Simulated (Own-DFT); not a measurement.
# How HSE06 shifts the pressure of monoclinic HfO2, 94 atoms (Hf32O62), with two O vacancies

Calculated, not measured. Each geometry was run twice at fixed positions with Own-DFT, a retired in-house plane-wave program that no person has reviewed: with PBE, and with HSE06 (exact exchange share 0.25 at short range, screening 0.11 per bohr, Gygi-Baldereschi treatment of its divergence). Both used PseudoDojo norm-conserving files made for PBE, a cutoff of 48 hartree, the Gamma point alone, fixed occupations, a neutral cell and no spin. The unstrained cell is 10.1 Å across at its thinnest, so Gamma alone is coarse and defects feel their images. The hafnium file keeps the 4f electrons in the core, and its forces lie about 75 meV/Å off all-electron values. The oxygen file's force components were 24 meV/Å off all-electron values in a glass.

Unstrained cell vectors in Å: (10.234, 0.000, 0.000); (0.000, 10.350, 0.000); (-1.696, 0.000, 10.445), volume V0 = 1106.4 Å³, from measured lattice constants. Each geometry has its own random strain of a few per cent, its own defect sites and random moves of rms u per axis. HSE06 gave the energy alone. D is its energy less that of PBE, over the lowest D shown. The PBE stress wasn't checked against mesh or cutoff.

```
run  V - V0 (Å³)   u (Å)  P with PBE (GPa)  D (eV)
  1        -13.2  0.0469              7.95   0.615
  2        -37.6  0.0498             15.75   0.000
  3         -3.1  0.0474              6.25   0.810
  4        -15.4  0.0535              9.80   0.516
  5         -2.9  0.0492              5.78   0.898
  6        -18.6  0.0496             10.03   0.475
  7         15.1  0.0315              0.43   1.139
  8        -34.6  0.0513             13.59   0.162
  9         10.8  0.0308              1.56   1.090
 10         10.6  0.0510              4.28   1.169
 11         -9.4  0.0317              6.48       ?
```

## Analysis

D = 0.76 + 0.0233 (V - V0) + 60 u² eV, with an error of 0.0010 on the volume slope, 28 on the last term and a scatter of 0.04 eV. Pressure is -dE/dV, and 1 eV/Å³ is 160.2 GPa, so HSE06 changes the pressure by -3.7 ± 0.2 GPa. With the ions held to the strained lattice, the PBE pressure falls by 259 ± 17 GPa per unit of volume strain; the shape of the strain isn't fitted, so the true error is larger, and a relaxed crystal would be softer. On that slope HSE06's volume at a given pressure is about 1.4 % smaller, or 0.5 % in lengths. At u = 0 and V0 the PBE pressure is 2.8 GPa, which puts the zero-pressure volume, against the measured cell and with the defects in, at +1.1 % for PBE and -0.4 % for HSE06, each good to a few tenths of a per cent.

## Withheld run

Q: what D should run 11 give?

The fitted form gives 0.60 eV, with rows scattering by 0.04. The hidden result is 0.560 eV.
